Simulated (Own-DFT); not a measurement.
# Which defects push the lattice out? zincblende GaP

The numbers are computed, not measured, by runs of the plane-wave DFT program Own-DFT (in-house, retired, unreviewed) at fixed positions, with no spin and no spin-orbit coupling.

All runs used: PBE; PseudoDojo norm-conserving scalar-relativistic files; cutoff 42 hartree; 3 x 3 x 3 k mesh centred on Gamma; Fermi-Dirac smearing of 0.1 eV.

Keep in mind (not all hold for every row): not probed for a lower state with spin; forces on such cells failed a check on a denser k mesh; forces on such cells passed a denser k mesh, each cell not checked; stress not checked against mesh or cutoff.

All runs share one cell, with vectors in Å (10.901, 0.000, 0.000); (0.000, 10.901, 0.000); (0.000, 0.000, 10.901) and a volume of 1295.4 Å³. u is the rms random offset of the atoms per axis. The defect's site can differ from row to row.

| cell | formula | u (Å) | P (GPa) |
|---|---|---|---|
| no defect | Ga32P32 | 0.0204 | 2.72 |
| no defect | Ga32P32 | 0.0490 | 3.20 |
| no defect | Ga32P32 | 0.0503 | 3.19 |
| one As on a P site | AsGa32P31 | 0.0299 | 3.18 |
| one As on a P site | AsGa32P31 | 0.0512 | 3.66 |
| one As on a P site | AsGa32P31 | 0.0527 | 3.74 |
| one Ga on a P site | Ga33P31 | 0.0283 | 3.33 |
| one Ga on a P site | Ga33P31 | 0.0315 | 3.32 |
| one Ga on a P site | Ga33P31 | 0.0520 | 3.77 |
| two P on a Ga site each | Ga30P34 | 0.0470 | 3.29 |
| two P on a Ga site each | Ga30P34 | 0.0489 | 3.36 |
| two P on a Ga site each | Ga30P34 | 0.0504 | 3.43 |
| one P on a Ga site | Ga31P33 | 0.0287 | 2.94 |
| one P on a Ga site | Ga31P33 | 0.0296 | 3.00 |
| one P on a Ga site | Ga31P33 | 0.0444 | ? |
| one P on a Ga site | Ga31P33 | 0.0502 | 3.36 |

## Fit

P = P0 + c u² + a shift for each defect gives P0 = 2.59 GPa, c = 250 ± 11 GPa/Å² and a scatter of 0.03 GPa. The shifts, and each times the cell's volume:

- one Ga on a P site: 0.50 ± 0.03 GPa, 4.1 eV
- one As on a P site: 0.41 ± 0.03 GPa, 3.3 eV
- two P on a Ga site each: 0.17 ± 0.03 GPa, 1.4 eV (0.7 eV for each of its 2 sites)
- one P on a Ga site: 0.15 ± 0.03 GPa, 1.3 eV

Positive is outwards. The product with the volume (160.2 GPa Å³ to the eV) is nearly free of the cell's size; divided by the bulk modulus at the cell's pressure it gives the volume that the defect adds. The atoms around the defects weren't relaxed, which would change these numbers.

## Withheld run

The question: what pressure belongs in the blank (one P on a Ga site, u = 0.0444 Å)?

From the fit: 3.24 ± 0.04 GPa. DFT gave 3.18 GPa.
